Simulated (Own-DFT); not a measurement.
Si$_{2}$SnGe$_{13}$ (diamond-structure random alloy, atoms displaced) (calculated)

Computed with Own-DFT development build. A calculation, not a measurement: plane-wave density functional theory by an unreviewed code, no spin, of a simulated periodic cell, stress positive in tension, run twice, with PBE and with PBEsol, both on files made for PBE, so the change isn't that of files made for PBEsol, forces on such cells moved up to 12 meV/angstrom on a denser k mesh; the far tail of each file's local potential was reset to the Coulomb form; each entry is a single point on an unrelaxed cell, so the pressure reflects the starting lattice, mostly measured values (interpolated for alloys), from which strain is counted, and rises with the displacements; printed positions are rounded, which can move forces by about a meV/angstrom; the program, named Own-DFT, is a retired in-house code; no spin-orbit coupling; stress was not checked against mesh or cutoff.

Common to all runs: functional PBE, then PBEsol; potential files PseudoDojo norm-conserving, scalar-relativistic, standard set; wave cutoff 49 hartree; occupations Fermi-Dirac; smearing width 0.1 eV; k mesh 3 x 3 x 3 centred on Gamma.

(1) 
```xyz
64
Lattice="11.3631 0.0000 0.0000 0.0000 11.3631 0.0000 0.0000 0.0000 11.3631" Properties=species:S:1:pos:R:3:PBE_force_x:R:1:PBE_force_y:R:1:PBE_force_z:R:1:PBEsol_force_x:R:1:PBEsol_force_y:R:1:PBEsol_force_z:R:1 formula=Si2SnGe13 PBE_pressure=5.76 PBE_stress_xx=-5.78 PBE_stress_yy=-6.02 PBE_stress_zz=-5.48 PBE_stress_yz=-0.5 PBE_stress_xz=-0.14 PBE_stress_xy=-2.45 PBEsol_pressure=2.89 PBEsol_stress_xx=-2.91 PBEsol_stress_yy=-3.13 PBEsol_stress_zz=-2.62 PBEsol_stress_yz=-0.48 PBEsol_stress_xz=-0.12 PBEsol_stress_xy=-2.33 rms_change_of_force_components_from_PBE_to_PBEsol=0.06
Ge    11.2800     0.0167     0.1991     -1.283     -0.889     -2.819      -1.22     -0.867     -2.689
Ge     0.0060     2.6756     2.6990     -0.449      1.816      1.015     -0.454      1.751      0.978
Ge     2.8820     0.0663     2.8893     -1.378     -1.082     -2.475     -1.321     -1.049     -2.349
Ge     2.9076     2.8253    11.2984     -1.573      0.745     -0.085     -1.517      0.725     -0.085
Ge     1.2777     1.4755     1.2303      3.015      -0.02      0.947       2.89     -0.024      0.933
Sn     1.3500     4.2459     4.3632      0.983     -1.372     -2.633      0.974     -1.323     -2.541
Ge     4.1193     1.2990     4.3128      1.857      2.231      0.685      1.772      2.129      0.682
Ge     4.2457     4.2699     1.3047     -0.735     -1.336      2.985     -0.713     -1.263      2.853
Ge    11.2319     0.0146     5.7866      2.039      1.105     -1.716      1.966      1.082     -1.643
Ge    11.3201     2.8671     8.4934     -0.247     -0.513      0.144     -0.171      -0.49      0.136
Sn     2.8002    11.2897     8.5815      4.042      4.316      -3.72      3.944      4.216      -3.64
Ge     2.8491     2.8494     5.7594      0.957     -0.691     -0.152      0.917     -0.685     -0.129
Ge     1.4794     1.4719     7.0543     -1.667     -0.278      0.436     -1.618     -0.261      0.419
Ge     1.3892     4.3453     9.8634      0.338      0.263      0.357      0.297      0.214      0.354
Ge     4.2913     1.5029     9.9373      0.294     -0.661      0.084      0.289     -0.642      0.092
Ge     4.3382     4.1603     7.0885     -0.208      0.813      0.808      -0.18      0.755      0.748
Ge    11.2127     5.7911     0.0169      2.396     -1.479      0.915      2.312     -1.428      0.888
Si    11.3181     8.4963     2.9700      1.415     -0.455     -0.124      1.378      -0.45     -0.118
Ge     2.9123     5.7074     2.9145      0.033     -0.465     -0.708      0.006     -0.432     -0.682
Ge     2.8501     8.5930     0.1062     -0.113     -1.131      0.335     -0.089     -1.099      0.308
Ge     1.4350     7.0085     1.5261     -0.656      1.249     -0.165     -0.613      1.191     -0.178
Ge     1.5721     9.9385     4.3312     -1.922      0.323     -0.401     -1.815      0.326      -0.37
Ge     4.0606     7.1223     4.4777      3.374     -1.549     -2.444      3.234     -1.516     -2.353
Ge     4.4061     9.9940     1.3219     -1.141      -1.15      2.603     -1.135     -1.083      2.465
Ge     0.0651     5.6403     5.7543     -3.408      1.001     -0.399     -3.246      1.007     -0.404
Ge     0.0014     8.6241     8.6289     -3.355     -3.311     -3.669     -3.256     -3.221     -3.545
Si     2.9257     5.7164     8.4488     -0.595      0.014      -0.12     -0.587      0.011     -0.114
Ge     2.9537     8.5631     5.6840     -2.331      0.734      2.043     -2.256      0.711      1.958
Ge     1.3071     7.0447     6.9826      2.007      2.036      2.271      1.923       1.97      2.164
Sn     1.4231     9.9143     9.8038     -1.868      -1.05      6.822     -1.821     -1.048      6.638
Ge     4.2396     7.1796     9.9630      0.227     -0.583      0.095      0.215     -0.556      0.149
Ge     4.3280     9.9129     7.0765       1.03      -0.45      0.774      0.966     -0.408       0.71
Ge     5.5782    11.3216    11.2899      2.285       1.55     -0.725      2.202      1.497     -0.695
Si     5.6409     2.8994     2.9647     -0.662     -1.262     -1.338     -0.644      -1.23     -1.304
Sn     8.5836     0.0379     2.9278     -1.644      -2.28     -2.486      -1.59     -2.213     -2.409
Ge     8.4677     2.8375     0.1516      1.061      0.466     -0.972      0.985      0.474     -0.912
Ge     7.1452     1.4142     1.4232     -2.576      0.111      0.244     -2.452      0.106       0.21
Ge     7.0821     4.2356     4.2063      1.081      0.478      -0.14      1.044      0.472     -0.071
Ge     9.9336     1.4243     4.1134      2.378      2.214      3.457      2.308      2.141      3.344
Ge     9.9784     4.3262     1.4947     -0.162     -0.762     -0.288     -0.128     -0.777     -0.325
Ge     5.6583     0.0231     5.7086     -0.082      -1.54     -1.586     -0.087     -1.485     -1.511
Ge     5.7123     2.8507     8.6101       1.07     -0.145     -0.848      1.012     -0.142     -0.813
Ge     8.5826    11.2929     8.4997     -2.458      2.399      1.923     -2.413      2.272      1.811
Ge     8.5368     2.8069     5.7007     -0.187      0.006     -0.688     -0.215     -0.033     -0.708
Ge     7.0620     1.2659     7.0105      0.897      1.695      1.768      0.868      1.627      1.698
Ge     7.1639     4.2363    10.0470     -0.284      0.522     -0.482      -0.29      0.494     -0.452
Si     9.7570     1.4355     9.9439      1.276      0.241      0.594      1.248      0.235      0.577
Si    10.0134     4.2014     6.9437     -0.781      0.386       1.69     -0.751      0.374      1.653
Ge     5.6149     5.5732     0.1201      0.726      1.199     -2.885      0.719      1.158     -2.786
Si     5.6700     8.5583     2.9588      0.218     -0.856     -0.624       0.21     -0.824     -0.602
Si     8.5326     5.7109     2.7267     -1.023     -0.267      0.613         -1      -0.26      0.595
Ge     8.5802     8.6205     0.0194     -0.406     -1.206     -0.668     -0.389     -1.178      -0.65
Ge     7.1111     6.9776     1.2097      0.259      1.696      2.089      0.242      1.628       1.97
Ge     7.2741     9.8497     4.2903     -2.444     -0.366      0.705     -2.319     -0.327       0.71
Ge     9.8257     7.0674     4.2072      1.282     -0.486      0.193       1.24      -0.44      0.246
Ge    10.0215     9.8081     1.4964      0.191      0.175      0.398       0.15      0.215      0.337
Ge     5.7097     5.5808     5.6642      0.009      1.178      0.458     -0.001       1.12       0.45
Si     5.7306     8.5780     8.6426     -0.324     -0.982     -1.253     -0.319     -0.957     -1.219
Ge     8.6027     5.7176     8.5568      0.028     -1.434      -0.57      0.004     -1.346     -0.519
Ge     8.6767     8.5277     5.6909      -0.92     -0.283      1.145     -0.905     -0.258      1.093
Ge     7.1681     7.1019     7.1901     -0.707      0.483     -0.417     -0.645      0.441     -0.416
Ge     7.1507     9.9309     9.8785     -0.217      0.437      0.811     -0.166      0.459      0.813
Ge     9.9937     7.0514     9.9712     -1.079       2.12      -0.88     -1.042      2.049     -0.844
Ge     9.8123    10.1742     7.1222       2.12     -3.666     -0.929       2.05     -3.537     -0.906
```

Units: PBE_pressure, PBE_stress_xx, PBE_stress_yy, PBE_stress_zz, PBE_stress_yz, PBE_stress_xz, PBE_stress_xy, PBEsol_pressure, PBEsol_stress_xx, PBEsol_stress_yy, PBEsol_stress_zz, PBEsol_stress_yz, PBEsol_stress_xz, PBEsol_stress_xy in GPa; rms_change_of_force_components_from_PBE_to_PBEsol, PBE_force_x, PBE_force_y, PBE_force_z, PBEsol_force_x, PBEsol_force_y, PBEsol_force_z in eV/Å.

(2) 
```xyz
64
Lattice="11.3631 0.0000 0.0000 0.0000 11.3631 0.0000 0.0000 0.0000 11.3631" Properties=species:S:1:pos:R:3:PBE_force_x:R:1:PBE_force_y:R:1:PBE_force_z:R:1:PBEsol_force_x:R:1:PBEsol_force_y:R:1:PBEsol_force_z:R:1 formula=Si2SnGe13 PBE_pressure=5.73 PBE_stress_xx=-5.81 PBE_stress_yy=-5.78 PBE_stress_zz=-5.59 PBE_stress_yz=-0.63 PBE_stress_xz=0.8 PBE_stress_xy=0.75 PBEsol_pressure=2.87 PBEsol_stress_xx=-2.94 PBEsol_stress_yy=-2.93 PBEsol_stress_zz=-2.74 PBEsol_stress_yz=-0.6 PBEsol_stress_xz=0.75 PBEsol_stress_xy=0.72 rms_change_of_force_components_from_PBE_to_PBEsol=0.057
Ge     0.1817     0.0331    11.2110     -1.251      0.286      4.437     -1.217      0.282      4.307
Ge    11.3236     2.7965     2.9563      0.185     -0.096     -1.656      0.233     -0.045     -1.621
Si     2.8865    11.3095     2.7641     -0.205      0.087       2.53       -0.2      0.084      2.477
Ge     2.7560     2.9353    11.2788      1.415     -1.855      1.807       1.36     -1.789      1.739
Ge     1.5097     1.2370     1.5145     -0.949      2.051      -0.93      -0.97      2.019     -0.963
Ge     1.3868     4.2992     4.1583     -0.151     -1.623      1.854     -0.155     -1.559      1.771
Ge     4.2427     1.3661     4.3284      0.678     -1.286     -1.142       0.68     -1.207     -1.063
Ge     4.1046     4.3534     1.5707      1.063     -2.174     -1.635      1.016     -2.086     -1.584
Ge     0.0112     0.0047     5.6666     -0.006      0.016      1.174      0.053      -0.03      1.185
Ge     0.0717     2.9346     8.4916     -0.765     -0.946     -0.878     -0.731      -0.92     -0.844
Ge     2.8784    11.2813     8.6079       1.29      1.753     -2.407      1.258      1.695     -2.327
Ge     2.9750     2.7632     5.6447     -1.308      1.719      1.283     -1.265      1.625      1.233
Ge     1.4025     1.4117     7.0608      0.995      0.211      0.501      0.957      0.205      0.478
Ge     1.4049     4.1814     9.9207      0.181       1.99     -0.561      0.177       1.93     -0.521
Ge     4.3221     1.3606     9.9461       -0.8      0.975      0.233     -0.818      0.982      0.176
Ge     4.4544     4.2957     7.2693     -2.843      2.691     -3.169     -2.751      2.569     -3.022
Ge     0.1281     5.6615     0.0002     -1.871     -0.519     -1.049     -1.785     -0.511     -1.009
Ge    11.1804     8.5192     2.8582      1.698     -0.222     -0.148      1.619     -0.211     -0.139
Ge     2.8163     5.5410     2.9361      0.108      3.381       0.35      0.088      3.241      0.306
Ge     2.8761     8.5190    11.3263      0.905      -0.93      1.133      0.877       -0.9      1.084
Ge     1.4742     6.9446     1.3496      0.527       1.73      1.665      0.505      1.648      1.588
Ge     1.3913    10.0093     4.3638      0.881     -1.319     -1.691      0.817     -1.285     -1.598
Ge     4.3236     7.2145     4.3604       0.36     -1.494     -1.574      0.308     -1.412     -1.524
Ge     4.2077    10.0196     1.4562      1.207     -1.041     -0.906      1.185     -1.071     -0.902
Ge    11.2736     5.5993     5.5455      0.987     -0.062      2.087      0.931     -0.068      1.985
Ge     0.0285     8.3142     8.6304      0.473      3.603     -2.213       0.47      3.494     -2.138
Ge     2.9000     5.8302     8.6716     -1.097      -1.83     -1.188     -1.048     -1.751      -1.14
Ge     2.8499     8.4028     5.6850     -0.615       2.16      0.738     -0.585      2.096      0.729
Ge     1.4415     7.2496     7.2447      0.494      -2.72     -1.996      0.497     -2.615     -1.902
Sn     1.4157     9.9463     9.9278      0.511     -2.589     -0.748      0.508     -2.512     -0.721
Ge     4.3395     7.1843     9.8179     -0.342       0.45      1.755     -0.357      0.427      1.675
Ge     4.3378     9.8834     7.1582     -1.651      1.327     -1.651     -1.587       1.26     -1.586
Si     5.6437     0.0640     0.0217      0.331     -0.839      0.084      0.323     -0.824      0.084
Sn     5.8761     2.8377     2.8821     -2.974      0.741      0.603     -2.928      0.655      0.534
Ge     8.5228    11.2941     2.8449      0.307      0.602      0.032        0.3      0.579      -0.03
Ge     8.5564     2.9194     0.0157     -1.961      0.253      0.866       -1.9      0.242      0.841
Ge     7.0281     1.4384     1.3835      2.298     -1.748     -1.604      2.259      -1.65     -1.515
Si     7.2505     4.2556     4.2225      0.232      2.272      1.453      0.223      2.153      1.448
Si    10.1210     1.3650     4.3329     -2.815      0.318     -0.327     -2.749      0.313     -0.319
Ge     9.8608     4.3174     1.3925      0.905      0.613      1.196      0.896      0.561      1.118
Ge     5.7515    11.2997     5.6997     -0.954     -0.112      -0.02     -0.963     -0.064      0.029
Ge     5.5726     2.9082     8.4933      1.963     -2.904      1.728      1.906     -2.807      1.672
Ge     8.5145    11.3452     8.4905     -1.007      0.365      0.695     -0.969      0.342       0.67
Ge     8.2893     2.7181     5.7100      2.442      0.522     -1.135      2.367      0.488     -1.027
Ge     7.0077     1.4234     7.1143     -0.346     -0.676      1.001     -0.326     -0.645      0.944
Ge     7.0802     4.1566     9.8764      1.262      0.679     -0.246      1.192       0.63     -0.206
Sn     9.9724     1.4275    10.1196      -0.37       0.61     -2.534     -0.349      0.595     -2.461
Ge     9.8502     4.1494     7.0561      -0.17      0.796      0.078     -0.135       0.75      0.053
Sn     5.6607     5.6541     0.0289     -0.885     -0.758     -0.799      -0.86     -0.715     -0.781
Ge     5.8141     8.5712     2.8015     -1.604      0.497      0.223     -1.587      0.446      0.166
Si     8.5705     5.7722     2.9282     -1.115     -0.662     -1.365     -1.043     -0.605     -1.371
Ge     8.5470     8.4492    11.3550     -0.145      0.913     -0.917      -0.14      0.901     -0.884
Ge     7.0135     7.2121     1.2926      2.071     -0.505      2.018      1.992     -0.455      1.939
Si     7.0038     9.9658     4.2246      1.894     -0.456      0.576       1.85     -0.445      0.557
Ge     9.9223     7.0215     4.3091      0.088      0.743     -0.747      0.122      0.758      -0.68
Ge     9.9232     9.8851     1.3121      0.428      1.004      0.132      0.397      0.944      0.148
Si     5.7131     5.7680     5.6604       0.56     -1.545     -0.105      0.523     -1.476     -0.071
Ge     5.5553     8.4000     8.3025      2.535      0.356      1.363      2.433      0.343      1.317
Si     8.5445     5.7213     8.5209     -0.204     -0.537     -0.302     -0.199     -0.524     -0.301
Ge     8.5751     8.4127     5.6581     -0.479      2.219      0.392     -0.454      2.096      0.394
Ge     7.1164     7.0871     7.0343      0.467     -0.628      0.413      0.444     -0.539        0.4
Ge     7.0262     9.9311     9.9615     -0.231     -0.373     -0.439      -0.18     -0.381     -0.449
Ge     9.9886     7.2305     9.8143     -2.597     -3.537      2.733     -2.477     -3.382      2.668
Ge    10.0356    10.0595     7.2370     -0.029     -1.946      -1.05     -0.036     -1.868     -1.019
```

Units: PBE_pressure, PBE_stress_xx, PBE_stress_yy, PBE_stress_zz, PBE_stress_yz, PBE_stress_xz, PBE_stress_xy, PBEsol_pressure, PBEsol_stress_xx, PBEsol_stress_yy, PBEsol_stress_zz, PBEsol_stress_yz, PBEsol_stress_xz, PBEsol_stress_xy in GPa; rms_change_of_force_components_from_PBE_to_PBEsol, PBE_force_x, PBE_force_y, PBE_force_z, PBEsol_force_x, PBEsol_force_y, PBEsol_force_z in eV/Å.
